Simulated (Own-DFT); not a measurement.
# Response to strain: hexagonal WC, 64 atoms (C32W32)

Calculated results; nothing here was measured. They come from Own-DFT, an in-house plane-wave density functional program, since retired, whose code no person has reviewed. Each row is one single-point run on a periodic cell that was not relaxed, without spin or spin-orbit coupling.

Settings of every run: PBE; PseudoDojo norm-conserving scalar-relativistic files; cutoff 50 hartree; 4 x 4 x 4 k mesh centred on Gamma; cold (Marzari-Vanderbilt) smearing of 0.2 eV.

Known limits: forces on such cells moved up to 12 meV/angstrom on a denser k mesh; stress not checked against mesh or cutoff.

Unstrained cell vectors in Å: (5.833, -5.052, -2.839); (0.000, -5.052, 8.518); (-5.833, -5.052, -2.839). The unstrained cell was taken from the Materials Project. The random moves and any unrelaxed bonds add to the pressure at no strain. Each run strains this cell uniformly, with the atoms carried along. Every atom was also moved at random, by a Gaussian of width 0.05 Å on each axis. Strain is the symmetric tensor, in per cent. Stress is positive in tension, and the pressure is minus a third of its trace.

| run | e_xx (%) | e_yy (%) | e_zz (%) | e_yz (%) | e_xz (%) | e_xy (%) | s_xx (GPa) | s_yy (GPa) | s_zz (GPa) | s_yz (GPa) | s_xz (GPa) | s_xy (GPa) | P (GPa) | E (meV/atom) |
|---|---|---|---|---|---|---|---|---|---|---|---|---|---|---|
| 1 | -0.93 | 1.20 | -1.75 | -0.67 | 0.59 | -0.15 | -13.74 | -3.87 | -26.11 | -4.31 | 4.13 | -0.42 | 14.57 | 42.4 |
| 2 | -0.34 | -0.07 | 1.16 | 0.14 | 0.41 | -0.37 | -6.80 | -4.79 | 2.27 | 1.16 | 2.67 | -1.68 | 3.11 | 3.4 |
| 3 | 1.10 | 0.87 | -1.75 | 0.96 | -1.81 | 0.87 | -0.83 | -1.24 | -22.31 | 6.61 | -11.31 | 5.94 | 8.13 | 37.9 |
| 4 | -0.50 | 0.71 | 1.12 | 0.01 | 0.88 | -0.08 | -5.77 | -0.42 | 3.35 | -0.26 | 5.13 | 0.20 | 0.95 | 4.5 |
| 5 | -0.10 | 1.67 | 1.91 | 0.74 | 0.54 | -1.85 | 0.18 | 8.51 | 12.69 | 4.20 | 3.61 | -8.55 | -7.13 | 4.0 |
| 6 | 1.15 | -0.30 | -1.36 | -0.59 | -1.72 | 1.78 | -2.21 | -8.62 | -20.20 | -2.64 | -9.63 | 8.53 | 10.34 | 32.8 |
| 7 | 1.63 | 1.25 | 1.42 | 0.87 | -1.07 | 1.88 | 9.07 | 8.09 | 9.68 | 4.75 | -6.14 | 8.50 | -8.95 | 19.0 |
| 8 | 1.65 | -1.23 | -0.24 | 1.56 | 0.32 | 1.03 | 1.29 | -12.71 | -10.90 | 9.82 | 1.61 | 6.08 | 7.44 | 36.3 |
| 9 | -0.71 | -1.10 | -1.45 | -1.48 | 0.23 | 0.32 | -18.33 | -19.31 | -27.63 | -9.95 | 2.18 | 2.17 | 21.76 | 51.7 |
| 10 | -1.07 | 0.85 | 1.92 | 0.88 | 0.95 | 1.13 | -9.69 | 0.02 | 7.88 | 5.31 | 5.46 | 4.84 | 0.60 | 35.6 |
| 11 | 0.69 | 1.32 | 0.73 | -0.54 | 1.81 | 0.04 | 3.40 | 5.22 | 2.55 | -2.97 | 9.35 | 0.26 | -3.72 | 0.0 |
| 12 | -0.97 | -0.73 | -1.32 | 1.40 | -0.10 | -0.34 | -19.80 | -15.89 | -25.99 | 8.73 | -0.33 | -1.57 | 20.56 | 48.5 |
| 13 | -1.35 | -1.19 | 1.79 | 1.96 | -0.34 | -0.56 | -15.98 | -15.36 | 3.37 | 11.62 | -1.56 | -2.91 | 9.32 | 28.9 |
| 14 | 1.24 | -1.53 | -1.59 | -1.01 | -1.17 | 0.99 | -4.56 | -18.42 | -25.07 | -6.52 | -6.69 | 5.24 | 16.01 | 45.9 |
| 15 | -0.35 | -1.87 | -0.04 | 0.22 | -1.33 | 1.24 | ? | ? | ? | ? | ? | ? | ? | ? |

E is the free energy for each atom above the lowest run shown.

## Worked fit

Each stress component was fitted by least squares to a constant and the strains of the runs shown, as fractions, with shears doubled. Shear strains stay in the fit of a normal stress only where such slopes are resolved. The slopes, in GPa:

| stress | at no strain | per e_xx | per e_yy | per e_zz | scatter |
|---|---|---|---|---|---|
| s_xx | -7.1 | 718 ± 23 | 248 ± 23 | 200 ± 18 | 0.87 |
| s_yy | -6.8 | 215 ± 15 | 717 ± 15 | 184 ± 11 | 0.56 |
| s_zz | -9.2 | 211 ± 20 | 197 ± 20 | 983 ± 15 | 0.76 |

Each shear stress against twice its own strain: yz 316 ± 9, xz 276 ± 9, xy 225 ± 10 GPa. These are stiffnesses along x, y and z of the frame in which the cell vectors are given, which need not be the crystal's axes. The atoms are held to the strained lattice; where symmetry lets them move under strain, relaxing them would lower some slopes. The table should be nearly symmetric about its diagonal, and what it lacks of that shows the noise. A ninth of its sum, 408 ± 11 GPa, estimates the bulk modulus near the mean pressure of these runs, 6.6 GPa, so it lies above the value at zero pressure.

## Withheld run

Question: what normal stresses and pressure should run 15 give?

The fit gives s_xx = -14.4, s_yy = -21.1, s_zz = -14.0 and P = 16.5 GPa. The calculation gave -13.23, -22.59, -12.81 and P = 16.21 GPa.
